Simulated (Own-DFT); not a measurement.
GaN (wurtzite, atoms displaced) (calculated)

Computed with Own-DFT development build. A calculation, not a measurement: plane-wave PBE density functional theory by an unreviewed code, no spin, of a simulated periodic cell, stress positive in tension, free energy of the whole cell less one offset for each atom, forces on such cells passed a denser k mesh, this cell's mesh not checked; offsets are fitted by least squares, one for each functional and potential file, so energies compare only between cells with the same atoms and settings and are not formation energies; the far tail of each file's local potential was reset to the Coulomb form; each entry is a single point on an unrelaxed cell, so the pressure reflects the starting lattice, mostly measured values (interpolated for alloys), from which strain is counted, and rises with the displacements; printed positions are rounded, which can move forces by about a meV/angstrom; the program, named Own-DFT, is a retired in-house code; no spin-orbit coupling.

Common to all runs: functional PBE; potential files PseudoDojo norm-conserving, scalar-relativistic, standard set with the stringent files for Ga; wave cutoff 96 hartree; occupations Gaussian; smearing width 0.01 eV; k mesh 3 x 4 x 3 centred on Gamma.

(1) 
```cif
# cell vector a (Å): 12.7560 0.0000 0.0000
# cell vector b (Å): -4.7835 8.2853 0.0000
# cell vector c (Å): 0.0000 0.0000 10.3700
data_GaN
_symmetry_space_group_name_H-M 'P 1'
_symmetry_Int_Tables_number 1
_cell_length_a 12.7560
_cell_length_b 9.5670
_cell_length_c 10.3700
_cell_angle_alpha 90.000
_cell_angle_beta 90.000
_cell_angle_gamma 120.000
_cell_volume 1095.98
loop_
_atom_site_label
_atom_site_type_symbol
_atom_site_fract_x
_atom_site_fract_y
_atom_site_fract_z
_atom_site_occupancy
Ga1 Ga 0.08338 0.21810 0.99770 1
Ga2 Ga 0.16203 0.10422 0.24879 1
N1 N 0.08531 0.22675 0.18752 1
N2 N 0.16429 0.11063 0.44012 1
Ga3 Ga 0.08214 0.22255 0.50230 1
Ga4 Ga 0.16878 0.11874 0.75173 1
N3 N 0.08504 0.21776 0.69224 1
N4 N 0.16811 0.11354 0.93613 1
Ga5 Ga 0.08501 0.55996 0.99529 1
Ga6 Ga 0.16511 0.44464 0.25069 1
N5 N 0.08396 0.55693 0.19153 1
N6 N 0.16679 0.44101 0.43677 1
Ga7 Ga 0.08369 0.55443 0.49724 1
Ga8 Ga 0.16718 0.44684 0.74767 1
N7 N 0.08074 0.55088 0.69191 1
N8 N 0.16888 0.44358 0.93714 1
Ga9 Ga 0.08181 0.89003 0.00430 1
Ga10 Ga 0.16763 0.77716 0.25068 1
N9 N 0.08367 0.89145 0.18893 1
N10 N 0.16704 0.77962 0.43691 1
Ga11 Ga 0.08142 0.88968 0.49472 1
Ga12 Ga 0.16535 0.77633 0.75104 1
N11 N 0.08229 0.89024 0.68845 1
N12 N 0.16564 0.77531 0.93913 1
Ga13 Ga 0.33543 0.22574 0.99761 1
Ga14 Ga 0.41719 0.11316 0.24903 1
N13 N 0.33419 0.22489 0.19059 1
N14 N 0.41605 0.11155 0.43590 1
Ga15 Ga 0.33306 0.22391 0.50049 1
Ga16 Ga 0.41797 0.11237 0.74958 1
N15 N 0.33243 0.21819 0.68842 1
N16 N 0.41803 0.11727 0.93905 1
Ga17 Ga 0.33117 0.55644 0.00074 1
Ga18 Ga 0.41847 0.44480 0.25071 1
N17 N 0.33313 0.55631 0.18644 1
N18 N 0.41464 0.44383 0.43669 1
Ga19 Ga 0.33286 0.55037 0.50314 1
Ga20 Ga 0.41665 0.44567 0.75157 1
N19 N 0.33049 0.55484 0.68877 1
N20 N 0.41742 0.44607 0.93716 1
Ga21 Ga 0.33466 0.89234 0.99733 1
Ga22 Ga 0.41927 0.78041 0.24969 1
N21 N 0.33332 0.88958 0.18620 1
N22 N 0.41597 0.77355 0.43789 1
Ga23 Ga 0.33513 0.88988 0.50001 1
Ga24 Ga 0.41850 0.78187 0.75172 1
N23 N 0.33416 0.89052 0.68657 1
N24 N 0.41706 0.77779 0.93712 1
Ga25 Ga 0.58692 0.22524 0.99914 1
Ga26 Ga 0.66828 0.11208 0.24737 1
N25 N 0.58237 0.22529 0.18657 1
N26 N 0.66479 0.11202 0.43654 1
Ga27 Ga 0.58421 0.22534 0.49836 1
Ga28 Ga 0.66594 0.10902 0.74892 1
N27 N 0.58140 0.22086 0.68301 1
N28 N 0.66461 0.11228 0.93473 1
Ga29 Ga 0.58375 0.55823 0.00034 1
Ga30 Ga 0.66642 0.44236 0.25135 1
N29 N 0.58283 0.55592 0.18954 1
N30 N 0.66716 0.44408 0.44089 1
Ga31 Ga 0.58345 0.55428 0.50137 1
Ga32 Ga 0.66077 0.43776 0.74917 1
N31 N 0.58330 0.55390 0.68842 1
N32 N 0.66770 0.44590 0.93722 1
Ga33 Ga 0.58588 0.89257 0.99969 1
Ga34 Ga 0.66896 0.77990 0.24840 1
N33 N 0.58026 0.88883 0.18703 1
N34 N 0.66823 0.77596 0.43422 1
Ga35 Ga 0.58350 0.89152 0.50122 1
Ga36 Ga 0.66800 0.77526 0.75133 1
N35 N 0.58581 0.89230 0.69144 1
N36 N 0.66763 0.77739 0.93820 1
Ga37 Ga 0.83073 0.22130 0.99844 1
Ga38 Ga 0.91660 0.11164 0.24838 1
N37 N 0.83824 0.22767 0.18261 1
N38 N 0.91692 0.11117 0.43762 1
Ga39 Ga 0.83163 0.22342 0.49690 1
Ga40 Ga 0.91554 0.11201 0.74890 1
N39 N 0.83176 0.21743 0.68622 1
N40 N 0.91549 0.11131 0.93416 1
Ga41 Ga 0.83326 0.55557 0.99815 1
Ga42 Ga 0.91634 0.44167 0.25001 1
N41 N 0.83271 0.55164 0.18931 1
N42 N 0.91797 0.44540 0.43761 1
Ga43 Ga 0.83393 0.55258 0.50077 1
Ga44 Ga 0.91668 0.44491 0.74898 1
N43 N 0.83412 0.55308 0.68626 1
N44 N 0.91270 0.43990 0.94101 1
Ga45 Ga 0.83165 0.88658 0.00113 1
Ga46 Ga 0.91793 0.77578 0.25086 1
N45 N 0.83069 0.88919 0.18900 1
N46 N 0.91694 0.78054 0.44155 1
Ga47 Ga 0.83497 0.88481 0.49793 1
Ga48 Ga 0.91659 0.78271 0.75075 1
N47 N 0.83510 0.88924 0.68836 1
N48 N 0.91862 0.77901 0.93911 1
_calc_free_energy_of_cell_above_offsets '-10.178'  # eV
_calc_pressure 5.46  # GPa
_calc_stress_xx -5.17  # GPa
_calc_stress_yy -5.26  # GPa
_calc_stress_zz -5.96  # GPa
_calc_stress_yz 0.07  # GPa
_calc_stress_xz 0.06  # GPa
_calc_stress_xy 0.03  # GPa
```

Force:
```csv
element,x (eV/Å),y (eV/Å),z (eV/Å)
Ga,-0.592,0.706,0.209
Ga,0.31,1.865,0.549
N,-0.103,-0.92,-0.188
N,0.232,0.223,-0.479
Ga,0.138,-0.293,-0.031
Ga,0.775,-1.516,-0.335
N,-1.363,1.084,-0.74
N,0.304,-0.514,0.74
Ga,0.099,-1.352,0.889
Ga,0.61,0.223,-0.355
N,-0.254,-0.027,-0.749
N,-0.25,0.375,0.578
Ga,0.214,0.282,0.432
Ga,0.015,-0.741,0.58
N,0.15,0.61,-0.875
N,-0.772,-0.048,-0.052
Ga,0.571,0.15,-0.984
Ga,0.162,0.161,-0.241
N,0.067,-0.974,0.07
N,0.084,-0.236,0.353
Ga,0.68,0.107,1.291
Ga,-0.305,0.427,-0.495
N,0.383,0.032,-0.102
N,-0.176,1.029,-0.084
Ga,-0.352,0.001,0.757
Ga,-0.239,-0.286,-0.134
N,-0.309,-0.5,-0.542
N,0.138,0.12,0.345
Ga,-0.024,-0.515,-0.235
Ga,-0.249,-0.246,0.033
N,0.023,0.906,0.003
N,0.534,-0.5,-0.344
Ga,0.485,-0.021,-0.059
Ga,-0.741,0.122,-0.318
N,0.119,0.062,0.511
N,0.684,0.037,0.526
Ga,-0.394,0.544,-0.527
Ga,-0.162,-0.297,-0.345
N,0.759,0.423,0.086
N,-0.07,0.298,0.238
Ga,0.045,-0.105,0.264
Ga,-0.765,-0.665,0.017
N,0.067,0.138,0.116
N,0.003,0.327,0.272
Ga,-0.152,-0.089,-0.322
Ga,-0.102,-0.414,-0.422
N,-0.079,-0.265,0.472
N,0.045,0.353,0.267
Ga,-0.723,0.025,0.115
Ga,-0.238,0.191,-0.028
N,0.709,-0.39,0.11
N,0.306,-0.004,-0.182
Ga,-0.361,-0.585,-0.267
Ga,-0.078,0.713,-0.257
N,0.38,-0.2,0.713
N,0.382,-0.149,0.398
Ga,0.037,-0.515,0.164
Ga,-0.218,0.474,-0.047
N,0.452,0.142,-0.22
N,0.011,0.289,-0.456
Ga,-0.306,0.225,-0.457
Ga,0.99,0.637,-0.052
N,-0.348,0.187,0.024
N,-0.272,0.06,-0.032
Ga,-0.387,-0.485,-0.205
Ga,-0.793,-0.456,0.146
N,1.052,0.487,-0.093
N,-0.461,0.233,0.839
Ga,0.371,-0.554,-0.228
Ga,-0.103,0.37,-0.381
N,0.082,-0.907,-0.515
N,-0.294,0.191,0.106
Ga,0.533,-0.113,-0.408
Ga,0.334,0.252,0.104
N,-0.613,-1.025,0.796
N,-0.327,-0.087,0.002
Ga,0.44,-0.403,0.308
Ga,0.446,-0.189,-0.178
N,-0.284,0.691,-0.072
N,0.03,-0.293,0.781
Ga,0.059,0.035,0.26
Ga,0.165,0.628,-0.214
N,-0.162,0.52,-0.103
N,-0.103,-0.203,-0.058
Ga,-0.183,0.485,-0.014
Ga,-0.317,-0.616,0.365
N,-0.736,0.263,0.603
N,0.475,0.748,-0.656
Ga,0.337,0.525,-0.261
Ga,-0.651,-0.147,0.022
N,1.015,0.081,-0.228
N,0.505,-1.13,-1.004
Ga,-1.124,0.805,0.423
Ga,0.819,-0.706,-0.219
N,-0.681,-0.056,-0.266
N,-0.41,-0.127,0.179
```

(2) 
```cif
# cell vector a (Å): 12.7560 0.0000 0.0000
# cell vector b (Å): -4.7835 8.2853 0.0000
# cell vector c (Å): 0.0000 0.0000 10.3700
data_GaN
_symmetry_space_group_name_H-M 'P 1'
_symmetry_Int_Tables_number 1
_cell_length_a 12.7560
_cell_length_b 9.5670
_cell_length_c 10.3700
_cell_angle_alpha 90.000
_cell_angle_beta 90.000
_cell_angle_gamma 120.000
_cell_volume 1095.98
loop_
_atom_site_label
_atom_site_type_symbol
_atom_site_fract_x
_atom_site_fract_y
_atom_site_fract_z
_atom_site_occupancy
Ga1 Ga 0.08237 0.22081 0.00013 1
Ga2 Ga 0.16436 0.11256 0.25255 1
N1 N 0.08496 0.22429 0.18780 1
N2 N 0.16682 0.11080 0.43998 1
Ga3 Ga 0.08518 0.22682 0.49939 1
Ga4 Ga 0.16677 0.11175 0.74902 1
N3 N 0.08441 0.22194 0.68784 1
N4 N 0.16889 0.11471 0.93608 1
Ga5 Ga 0.08432 0.55532 0.00022 1
Ga6 Ga 0.16711 0.44586 0.24905 1
N5 N 0.08143 0.55492 0.19316 1
N6 N 0.16526 0.43811 0.43557 1
Ga7 Ga 0.08070 0.55679 0.50144 1
Ga8 Ga 0.16846 0.44502 0.75187 1
N7 N 0.08301 0.55328 0.68832 1
N8 N 0.16850 0.44695 0.94231 1
Ga9 Ga 0.08289 0.89169 0.00173 1
Ga10 Ga 0.16852 0.77552 0.25274 1
N9 N 0.08305 0.88816 0.18859 1
N10 N 0.16819 0.77876 0.43878 1
Ga11 Ga 0.08069 0.88714 0.50107 1
Ga12 Ga 0.16470 0.77411 0.74990 1
N11 N 0.08449 0.89155 0.68823 1
N12 N 0.16759 0.77850 0.93623 1
Ga13 Ga 0.33284 0.22178 0.00183 1
Ga14 Ga 0.41409 0.10736 0.25274 1
N13 N 0.33566 0.22481 0.18762 1
N14 N 0.41686 0.10871 0.44041 1
Ga15 Ga 0.33441 0.22062 0.49761 1
Ga16 Ga 0.41690 0.11454 0.74704 1
N15 N 0.33157 0.22349 0.68791 1
N16 N 0.41624 0.11337 0.94159 1
Ga17 Ga 0.33259 0.55668 0.00082 1
Ga18 Ga 0.41326 0.44254 0.24966 1
N17 N 0.33342 0.55241 0.18992 1
N18 N 0.41936 0.44577 0.44112 1
Ga19 Ga 0.33236 0.55696 0.49600 1
Ga20 Ga 0.41916 0.44490 0.74791 1
N19 N 0.33404 0.55800 0.68822 1
N20 N 0.41434 0.43982 0.93670 1
Ga21 Ga 0.33264 0.88623 0.00054 1
Ga22 Ga 0.42056 0.78242 0.24578 1
N21 N 0.33143 0.89048 0.18684 1
N22 N 0.41674 0.77928 0.43854 1
Ga23 Ga 0.33544 0.89026 0.50030 1
Ga24 Ga 0.41526 0.77320 0.75204 1
N23 N 0.33373 0.88651 0.68751 1
N24 N 0.41795 0.78002 0.93974 1
Ga25 Ga 0.58118 0.21947 0.99652 1
Ga26 Ga 0.66638 0.11187 0.25312 1
N25 N 0.58120 0.22545 0.18890 1
N26 N 0.66604 0.11004 0.44088 1
Ga27 Ga 0.58234 0.21982 0.50020 1
Ga28 Ga 0.66422 0.11070 0.75202 1
N27 N 0.58148 0.22136 0.68566 1
N28 N 0.66673 0.11408 0.93959 1
Ga29 Ga 0.58426 0.55422 0.99999 1
Ga30 Ga 0.66477 0.43692 0.24734 1
N29 N 0.58513 0.55349 0.18695 1
N30 N 0.66544 0.44400 0.43709 1
Ga31 Ga 0.58535 0.55805 0.50509 1
Ga32 Ga 0.66879 0.44606 0.74686 1
N31 N 0.58295 0.55624 0.69057 1
N32 N 0.66892 0.44375 0.93676 1
Ga33 Ga 0.58508 0.88891 0.00128 1
Ga34 Ga 0.66910 0.78281 0.24957 1
N33 N 0.58539 0.89123 0.19041 1
N34 N 0.66678 0.77833 0.43691 1
Ga35 Ga 0.58346 0.88447 0.50228 1
Ga36 Ga 0.66671 0.77828 0.75024 1
N35 N 0.58201 0.88550 0.68770 1
N36 N 0.66931 0.77592 0.93800 1
Ga37 Ga 0.83406 0.22191 0.00058 1
Ga38 Ga 0.91588 0.10915 0.24861 1
N37 N 0.83337 0.22417 0.18686 1
N38 N 0.91753 0.11092 0.43517 1
Ga39 Ga 0.83320 0.22422 0.49863 1
Ga40 Ga 0.91495 0.10579 0.75042 1
N39 N 0.83426 0.22160 0.69166 1
N40 N 0.91614 0.11122 0.94019 1
Ga41 Ga 0.83323 0.55507 0.99821 1
Ga42 Ga 0.91531 0.44377 0.25336 1
N41 N 0.83433 0.55525 0.18805 1
N42 N 0.91570 0.43982 0.43707 1
Ga43 Ga 0.83300 0.55477 0.50108 1
Ga44 Ga 0.91751 0.44149 0.74949 1
N43 N 0.83453 0.55655 0.69124 1
N44 N 0.92128 0.45074 0.94029 1
Ga45 Ga 0.83120 0.88691 0.99897 1
Ga46 Ga 0.91708 0.78447 0.24753 1
N45 N 0.83476 0.88862 0.18818 1
N46 N 0.91783 0.77939 0.43672 1
Ga47 Ga 0.83183 0.88714 0.49800 1
Ga48 Ga 0.91549 0.77601 0.74838 1
N47 N 0.83200 0.88710 0.68873 1
N48 N 0.91842 0.78278 0.93983 1
_calc_free_energy_of_cell_above_offsets '-10.353'  # eV
_calc_pressure 5.39  # GPa
_calc_stress_xx -5.31  # GPa
_calc_stress_yy -5.26  # GPa
_calc_stress_zz -5.61  # GPa
_calc_stress_yz -0.2  # GPa
_calc_stress_xz -0.19  # GPa
_calc_stress_xy -0.24  # GPa
```

Force:
```csv
element,x (eV/Å),y (eV/Å),z (eV/Å)
Ga,0.301,0.191,-0.059
Ga,0.744,-0.192,-0.299
N,-0.404,-0.227,-0.034
N,-0.031,-0.028,-0.091
Ga,0.001,-1.049,0.235
Ga,0.056,0.032,0.086
N,-0.533,0.109,0.198
N,-0.319,-0.39,0.367
Ga,-0.162,0.489,0.539
Ga,-0.197,-0.157,0.003
N,0.388,0.037,-0.619
N,-0.423,1.411,0.299
Ga,0.871,-0.245,-0.418
Ga,0,-0.238,-0.068
N,-0.006,0.009,-0.037
N,-0.217,-0.397,-0.509
Ga,0.527,-0.006,-0.326
Ga,-0.805,0.165,-0.287
N,0.275,0.309,0.233
N,-0.225,-0.129,0.323
Ga,0.505,0.407,-0.173
Ga,0.171,0.604,-0.162
N,-0.109,-0.638,0.072
N,-0.216,-0.049,0.482
Ga,-0.038,0.071,-0.195
Ga,-0.036,0.703,-0.395
N,-0.504,-0.692,0.608
N,-0.103,0.19,-0.326
Ga,-0.4,0.31,0.37
Ga,-0.312,-0.68,0.628
N,0.519,-0.048,-0.324
N,0.149,-0.607,-0.821
Ga,0.782,-0.256,-0.026
Ga,1.266,0.315,0.355
N,-0.434,0.975,-0.274
N,-0.302,-0.036,-0.304
Ga,0.22,-0.275,0.419
Ga,-0.85,-0.221,0.348
N,0.149,-0.593,-0.236
N,0.124,0.909,0.144
Ga,-0.392,0.649,-0.433
Ga,-0.589,-0.652,0.664
N,0.702,-0.406,0.27
N,0.317,-0.049,-0.575
Ga,-0.227,-0.458,0.296
Ga,-0.155,0.66,-0.252
N,-0.203,0.293,0.385
N,0.32,-0.23,0.173
Ga,-0.129,0.555,0.698
Ga,-0.146,0.488,-0.376
N,0.556,-1.616,-0.33
N,0.105,-0.182,-0.103
Ga,0.07,0.431,-0.296
Ga,0.335,-0.124,-0.401
N,0.346,0.288,0.484
N,0.397,-0.588,-0.105
Ga,-0.232,-0.433,-0.035
Ga,-0.051,1.593,0.397
N,-0.598,0.535,0.316
N,0.292,-0.045,0.455
Ga,-0.06,-0.327,-0.981
Ga,-0.276,-0.357,0.519
N,0.558,0.163,-0.088
N,-0.353,-0.098,-0.247
Ga,0.043,0.097,-0.252
Ga,0.208,-1.232,-0.071
N,0.028,0.135,-0.469
N,0.118,-0.167,0.203
Ga,-0.445,0.405,-0.328
Ga,-0.033,-0.016,0.115
N,-0.01,0.378,0.547
N,-0.931,0.132,0.024
Ga,-0.242,0.628,-0.177
Ga,0.008,0.633,-0.095
N,0.02,-0.449,0.446
N,-0.254,-0.017,0.544
Ga,0.408,-0.842,0.521
Ga,0.235,0.666,0.004
N,-0.379,-0.336,-0.519
N,0.042,-0.171,-0.263
Ga,0.238,0.38,0.428
Ga,-0.036,0.208,-0.861
N,-0.291,0.216,0.103
N,-0.359,0.789,0.699
Ga,-0.15,0.028,-0.442
Ga,-0.125,0.241,0.574
N,0.258,-0.313,-0.635
N,-0.283,-0.9,-0.477
Ga,0.553,0.364,0.2
Ga,0.847,-1.321,0.235
N,-0.788,0.4,-0.345
N,-0.292,-0.472,0.194
Ga,0.263,0.464,0.173
Ga,0.335,0.603,0.559
N,0.073,-0.137,-0.369
N,-0.065,-0.566,-0.426
```

(3) 
```cif
# cell vector a (Å): 12.7560 0.0000 0.0000
# cell vector b (Å): -4.7835 8.2853 0.0000
# cell vector c (Å): 0.0000 0.0000 10.3700
data_GaN
_symmetry_space_group_name_H-M 'P 1'
_symmetry_Int_Tables_number 1
_cell_length_a 12.7560
_cell_length_b 9.5670
_cell_length_c 10.3700
_cell_angle_alpha 90.000
_cell_angle_beta 90.000
_cell_angle_gamma 120.000
_cell_volume 1095.98
loop_
_atom_site_label
_atom_site_type_symbol
_atom_site_fract_x
_atom_site_fract_y
_atom_site_fract_z
_atom_site_occupancy
Ga1 Ga 0.08495 0.22308 0.00042 1
Ga2 Ga 0.16390 0.11198 0.24831 1
N1 N 0.08413 0.22536 0.18626 1
N2 N 0.16688 0.11231 0.43898 1
Ga3 Ga 0.08400 0.22174 0.50206 1
Ga4 Ga 0.16575 0.11216 0.74893 1
N3 N 0.08323 0.22022 0.68967 1
N4 N 0.16703 0.11461 0.93901 1
Ga5 Ga 0.08311 0.55694 0.99745 1
Ga6 Ga 0.16834 0.44711 0.24858 1
N5 N 0.08478 0.55169 0.18817 1
N6 N 0.16693 0.44234 0.43716 1
Ga7 Ga 0.08407 0.55808 0.50092 1
Ga8 Ga 0.16589 0.44519 0.74736 1
N7 N 0.08336 0.55565 0.68751 1
N8 N 0.16832 0.44497 0.93855 1
Ga9 Ga 0.08238 0.88755 0.99859 1
Ga10 Ga 0.16758 0.78147 0.25075 1
N9 N 0.08272 0.88740 0.19208 1
N10 N 0.16476 0.77683 0.43825 1
Ga11 Ga 0.08400 0.89119 0.49797 1
Ga12 Ga 0.16980 0.77670 0.74892 1
N11 N 0.08536 0.89264 0.68664 1
N12 N 0.16670 0.77644 0.93635 1
Ga13 Ga 0.33134 0.22242 0.99780 1
Ga14 Ga 0.41904 0.11160 0.24932 1
N13 N 0.33487 0.22026 0.18943 1
N14 N 0.41608 0.10784 0.44129 1
Ga15 Ga 0.33190 0.22082 0.49928 1
Ga16 Ga 0.41625 0.11051 0.75176 1
N15 N 0.33349 0.22313 0.68765 1
N16 N 0.41585 0.11156 0.93917 1
Ga17 Ga 0.33847 0.56039 0.00001 1
Ga18 Ga 0.41610 0.44650 0.25150 1
N17 N 0.33403 0.55565 0.18847 1
N18 N 0.41708 0.44225 0.43854 1
Ga19 Ga 0.33229 0.55646 0.50213 1
Ga20 Ga 0.41723 0.44269 0.75060 1
N19 N 0.33250 0.56151 0.68518 1
N20 N 0.41854 0.44867 0.93745 1
Ga21 Ga 0.33449 0.89391 0.99893 1
Ga22 Ga 0.41568 0.78086 0.25108 1
N21 N 0.33061 0.88890 0.18978 1
N22 N 0.41651 0.77727 0.43896 1
Ga23 Ga 0.33624 0.89369 0.50031 1
Ga24 Ga 0.41645 0.77898 0.75396 1
N23 N 0.33219 0.88557 0.68925 1
N24 N 0.41662 0.78199 0.93653 1
Ga25 Ga 0.58218 0.22286 0.00255 1
Ga26 Ga 0.66649 0.11061 0.24917 1
N25 N 0.58256 0.22478 0.19085 1
N26 N 0.66668 0.11425 0.43393 1
Ga27 Ga 0.58333 0.22580 0.50051 1
Ga28 Ga 0.66567 0.11100 0.74963 1
N27 N 0.58208 0.22422 0.68786 1
N28 N 0.66205 0.10714 0.93980 1
Ga29 Ga 0.58388 0.55842 0.99771 1
Ga30 Ga 0.66686 0.44437 0.25187 1
N29 N 0.58228 0.55399 0.18661 1
N30 N 0.66790 0.44750 0.43878 1
Ga31 Ga 0.58339 0.55391 0.49669 1
Ga32 Ga 0.66847 0.44558 0.75023 1
N31 N 0.58492 0.55728 0.68955 1
N32 N 0.66549 0.44499 0.93868 1
Ga33 Ga 0.58315 0.88617 0.00228 1
Ga34 Ga 0.66693 0.77584 0.24902 1
N33 N 0.58374 0.89356 0.18854 1
N34 N 0.66356 0.77318 0.43807 1
Ga35 Ga 0.58289 0.88754 0.50015 1
Ga36 Ga 0.66820 0.77765 0.75181 1
N35 N 0.58247 0.88702 0.69121 1
N36 N 0.66852 0.77823 0.94019 1
Ga37 Ga 0.83239 0.22201 0.00094 1
Ga38 Ga 0.91569 0.11208 0.24876 1
N37 N 0.83372 0.22089 0.18835 1
N38 N 0.91471 0.11094 0.43837 1
Ga39 Ga 0.83531 0.22366 0.50093 1
Ga40 Ga 0.91525 0.11029 0.74912 1
N39 N 0.82995 0.21783 0.68838 1
N40 N 0.91601 0.10904 0.93832 1
Ga41 Ga 0.83107 0.55244 0.99977 1
Ga42 Ga 0.91767 0.44447 0.24840 1
N41 N 0.83323 0.55935 0.18688 1
N42 N 0.91486 0.43992 0.44121 1
Ga43 Ga 0.83390 0.55048 0.49911 1
Ga44 Ga 0.91576 0.44375 0.74680 1
N43 N 0.83447 0.55810 0.68962 1
N44 N 0.91988 0.44549 0.93916 1
Ga45 Ga 0.83476 0.88937 0.00030 1
Ga46 Ga 0.91756 0.77787 0.24898 1
N45 N 0.83175 0.88883 0.19101 1
N46 N 0.91281 0.77704 0.43882 1
Ga47 Ga 0.83540 0.88894 0.49864 1
Ga48 Ga 0.91666 0.77806 0.74926 1
N47 N 0.83423 0.89233 0.68711 1
N48 N 0.91864 0.77885 0.93688 1
_calc_free_energy_of_cell_above_offsets '-10.540'  # eV
_calc_pressure 5.36  # GPa
_calc_stress_xx -5.09  # GPa
_calc_stress_yy -5.5  # GPa
_calc_stress_zz -5.5  # GPa
_calc_stress_yz 0.11  # GPa
_calc_stress_xz 0.15  # GPa
_calc_stress_xy 0.05  # GPa
```

Force:
```csv
element,x (eV/Å),y (eV/Å),z (eV/Å)
Ga,-0.575,0.269,-0.318
Ga,0.649,0.173,0.186
N,-0.133,-0.367,0.382
N,-0.138,-0.103,-0.379
Ga,-0.37,0.017,-0.344
Ga,0.415,-0.13,0.24
N,-0.495,0.434,-0.172
N,0.186,-0.698,-0.226
Ga,0.759,-0.216,0.442
Ga,0.2,-0.343,0.243
N,-0.804,0.905,-0.111
N,-0.332,0.247,0.224
Ga,0.26,-0.419,-0.421
Ga,0.381,-0.14,0.547
N,-0.261,-0.127,0.049
N,0.026,0.248,-0.237
Ga,0.325,0.278,0.221
Ga,0.007,-0.875,0.019
N,-0.144,0.332,-0.824
N,0.362,0.339,0.117
Ga,-0.292,-0.348,0.198
Ga,-0.984,0.194,-0.049
N,0.104,-0.578,0.217
N,-0.054,0.492,0.27
Ga,0.323,0.378,0.612
Ga,-0.609,-0.109,0.475
N,-0.642,0.263,-0.226
N,-0.15,0.87,-0.573
Ga,0.274,0.122,0.002
Ga,-0.121,-0.027,-0.381
N,0,-0.187,0.218
N,-0.045,0.398,-0.094
Ga,-0.865,-0.269,-0.055
Ga,0.345,-0.47,-0.234
N,0.002,0.497,-0.085
N,-0.389,0.16,0.159
Ga,0.342,-0.129,-0.623
Ga,-0.401,0.63,-0.502
N,0.602,-0.744,0.892
N,0.028,-0.457,0.027
Ga,-0.15,-0.697,0.362
Ga,0.316,-0.294,-0.055
N,0.522,0.225,-0.437
N,-0.191,0.154,-0.097
Ga,-0.173,-1.093,0.196
Ga,0.254,-0.067,-0.83
N,0.23,0.776,-0.151
N,0.287,-0.202,0.9
Ga,0.097,0.018,-0.181
Ga,-0.047,0.444,-0.006
N,0.587,-0.15,-0.323
N,0.135,-0.261,0.995
Ga,0.288,-0.386,-0.189
Ga,-0.32,-0.276,0.219
N,0.323,-0.166,0.198
N,0.392,0.595,-0.067
Ga,0.188,-0.361,0.425
Ga,-0.174,0.351,-0.314
N,0.042,0.14,0.148
N,0.238,-0.417,-0.044
Ga,-0.298,0.216,0.785
Ga,-0.357,-0.008,-0.016
N,-0.038,-0.24,-0.268
N,0.228,-0.199,-0.05
Ga,-0.189,0.291,-0.291
Ga,-0.544,0.042,0.22
N,0.115,-0.88,0.067
N,0.277,0.669,-0.065
Ga,0.092,0.327,0.065
Ga,-0.202,0.16,-0.323
N,0.05,0.219,-0.331
N,-0.161,0.173,-0.141
Ga,0.079,-0.195,-0.373
Ga,0.432,-0.062,0.277
N,-0.457,0.375,-0.085
N,0.568,0.078,-0.065
Ga,-0.544,-0.832,-0.177
Ga,0.183,0.13,0.322
N,0.187,0.65,0.064
N,-0.051,0.371,0.025
Ga,0.313,0.388,-0.231
Ga,-0.08,0.067,0.15
N,0.395,-0.691,0.274
N,0.373,0.728,-0.664
Ga,-0.503,0.815,0.234
Ga,0.151,-0.083,0.534
N,0.081,-0.371,-0.333
N,-0.875,-0.372,-0.422
Ga,0.051,-0.022,0.214
Ga,-0.48,0.118,0.383
N,0.489,0.119,-0.484
N,1.112,-0.382,-0.2
Ga,-0.992,-0.035,0.107
Ga,0.201,0.513,-0.194
N,0.132,-0.545,0.11
N,-0.368,-0.373,0.243
```
